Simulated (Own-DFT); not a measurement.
# Strain and stress in 4H SiC, 72 atoms (C36Si36)

All numbers below are calculated, not measured. They come from Own-DFT, an in-house plane-wave density functional program, since retired, whose code no person has reviewed. Each row is one single-point run on a periodic cell that was not relaxed, without spin or spin-orbit coupling.

Settings of every run: PBE; PseudoDojo norm-conserving scalar-relativistic files; cutoff 42 hartree; 4 x 4 x 3 k mesh centred on Gamma; Fermi-Dirac smearing of 0.1 eV.

Known limits: forces on such cells passed a denser k mesh, each cell not checked; stress not checked against mesh or cutoff.

Unstrained cell vectors in Å: (9.248, 0.000, 0.000); (-4.624, 8.009, 0.000); (0.000, 0.000, 10.068). The unstrained cell has measured lattice constants (interpolated for alloys), not those of this functional. That, the random moves and any unrelaxed bonds set the pressure at no strain. Each run strains this cell uniformly, with the atoms carried along. Every atom was also moved at random, by a Gaussian of width 0.05 Å on each axis. Strain is the symmetric tensor, in per cent. Stress is positive in tension, and the pressure is minus a third of its trace.

```
run  e_xx (%)  e_yy (%)  e_zz (%)  e_yz (%)  e_xz (%)  e_xy (%)  s_xx (GPa)  s_yy (GPa)  s_zz (GPa)  s_yz (GPa)  s_xz (GPa)  s_xy (GPa)  P (GPa)  E (meV/atom)
  1     -0.22     -0.61      0.25      1.54      1.32      0.86       -7.77       -9.83       -3.74        5.09        5.53        3.99     7.11          30.4
  2      1.28      0.90      0.63      1.77      1.48      1.71       -0.46        1.40        0.00        6.19        5.08        7.67    -0.31          24.8
  3      1.78     -0.52     -0.76     -0.35      1.45      1.13        6.47       -6.84      -13.09       -1.28        3.94        3.56     4.49          20.2
  4      1.67      1.06      1.76      0.32      0.37      0.89        4.99        2.40        5.21        1.40        0.86        4.30    -4.20           0.0
  5      1.88     -1.72      1.98      0.68      1.54      1.41        3.71      -11.71        5.43        2.37        5.84        6.34     0.86          12.7
  6      0.84     -1.00     -0.04     -0.24      0.79     -2.00       -0.30      -11.04       -7.09       -1.25        2.83       -7.95     6.14          27.6
  7      1.17      0.44     -0.61      1.07     -1.25      0.51        1.20       -2.82       -6.85        4.16       -3.81        3.06     2.82           2.0
  8      1.58      0.53     -1.76     -0.11     -0.74     -0.87        3.60       -1.05      -16.25       -0.34       -2.48       -4.10     4.56          12.3
  9      0.24     -0.86      1.51     -1.37     -0.35      0.78       -2.81       -8.68        1.66       -4.47       -0.89        4.32     3.28           9.7
 10      1.36     -1.84      0.18      1.49     -1.55     -0.97        1.29      -14.28       -6.27        5.03       -5.02       -4.22     6.42          31.9
 11     -0.47     -0.56     -0.82     -1.00     -1.80     -0.52       -9.51       -9.27      -10.97       -3.37       -8.21       -1.34     9.92          22.2
 12     -0.32      0.10     -0.80     -1.28     -0.62      1.42       -8.67       -6.96      -10.74       -4.89       -2.92        6.82     8.79          46.9
 13      1.02     -0.07     -1.40      1.66      1.69      1.10       -0.52       -6.00      -12.65        5.01        5.57        5.50     6.39          34.0
 14     -1.90     -0.36     -0.77     -1.09      1.63      1.90      -15.98       -9.24      -14.01       -4.04        4.97        9.44    13.08          42.2
 15     -1.58      1.18      0.86      0.94      0.33     -0.87      -12.94        0.49       -0.38        2.89        1.99       -3.92     4.28           6.5
 16      0.84     -0.77      1.27      1.08     -1.00     -1.42       -0.86       -7.12        0.67        3.26       -4.17       -6.74     2.44          11.1
 17      0.70     -1.27      1.08     -1.44      0.82      1.50           ?           ?           ?           ?           ?           ?        ?             ?
```

E is the free energy for each atom above the lowest run shown.

## Worked fit

Each stress component was fitted by least squares to a constant and the strains of the runs shown, as fractions, with shears doubled. Shear strains stay in the fit of a normal stress only where such slopes are resolved. The slopes, in GPa:

| stress | at no strain | per e_xx | per e_yy | per e_zz | scatter |
|---|---|---|---|---|---|
| s_xx | -5.6 | 560 ± 29 | 27 ± 38 | 13 ± 30 | 1.31 |
| s_yy | -5.5 | 96 ± 17 | 551 ± 22 | 64 ± 17 | 0.75 |
| s_zz | -6.1 | 48 ± 32 | 106 ± 41 | 600 ± 32 | 1.42 |

Each shear stress against twice its own strain: yz 170 ± 4, xz 178 ± 10, xy 227 ± 10 GPa. These are stiffnesses along x, y and z of the frame in which the cell vectors are given, which need not be the crystal's axes. The atoms are held to the strained lattice; where symmetry lets them move under strain, relaxing them would lower some slopes. The table should be nearly symmetric about its diagonal, and what it lacks of that shows the noise. A ninth of its sum, 229 ± 5 GPa, estimates the bulk modulus near the mean pressure of these runs, 4.8 GPa, so it lies above the value at zero pressure.

## Withheld run

Question: what normal stresses and pressure should run 17 give?

The fit gives s_xx = -1.9, s_yy = -11.1, s_zz = -0.7 and P = 4.5 GPa. The calculation gave -1.70, -12.01, -0.34 and P = 4.68 GPa.
